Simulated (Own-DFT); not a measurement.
# Response to strain: wurtzite AlGaN with randomly placed atoms, 72 atoms (Al9Ga27N36)

All numbers below are calculated, not measured. They come from Own-DFT, an in-house plane-wave density functional program, since retired, whose code no person has reviewed. Each row is one single-point run on a periodic cell that was not relaxed, without spin or spin-orbit coupling.

Settings of every run: PBEsol; PseudoDojo norm-conserving scalar-relativistic files, made for PBE; cutoff 42 hartree; 4 x 4 x 3 k mesh centred on Gamma; Fermi-Dirac smearing of 0.1 eV.

Known limits: forces on such cells passed a denser k mesh, each cell not checked; stress not checked against mesh or cutoff.

Unstrained cell vectors in Å: (9.509, 0.000, 0.000); (-4.755, 8.235, 0.000); (0.000, 0.000, 10.268). The unstrained cell has measured lattice constants (interpolated for alloys), not those of this functional. That, the random moves and any unrelaxed bonds set the pressure at no strain. Each run strains this cell uniformly, with the atoms carried along. Every atom was also moved at random, by a Gaussian of width 0.05 Å on each axis. The random placing of the alloy's atoms differs from row to row. Strain is the symmetric tensor, in per cent. Stress is positive in tension, and the pressure is minus a third of its trace.

```
run  e_xx (%)  e_yy (%)  e_zz (%)  s_xx (GPa)  s_yy (GPa)  s_zz (GPa)  P (GPa)  E (meV/atom)
  1     -2.50     -2.50      0.00      -17.34      -18.13       -5.50    13.66          38.3
  2      0.75      0.75      0.00        1.43        1.55       -1.18    -0.60           0.0
  3     -2.25     -2.25      0.00      -18.01      -15.20       -7.06    13.42          61.5
  4      1.50      1.50      0.00        3.46        5.46       -1.09    -2.61          21.9
  5     -1.50     -1.50      0.00      -11.53      -10.12       -5.26     8.97          19.3
  6      3.00      3.00      0.00       10.26       12.04        0.41    -7.57          27.4
  7      0.25      0.25      0.00       -1.50       -1.19       -1.87     1.52           5.4
  8      1.25      1.25      0.00        5.11        2.55       -1.87    -1.93          18.8
  9     -0.50     -0.50      0.00           ?           ?           ?        ?             ?
```

E is the free energy for each atom above the lowest run shown.

## Worked fit

The change of volume is close to e_xx + e_yy + e_zz. A straight line through the runs shown gives P = 3.43 - 201 x (fractional change of volume) GPa, with an error of 9 on the slope and a scatter of 0.90 GPa. The strain isn't the same on all axes and the cell isn't cubic, so the slope belongs to this path and is not the bulk modulus.

## Withheld run

Question: what pressure should run 9 give? Its volume changes by -1.00 %.

The line gives 5.4 GPa. The calculation gave 4.37 GPa.
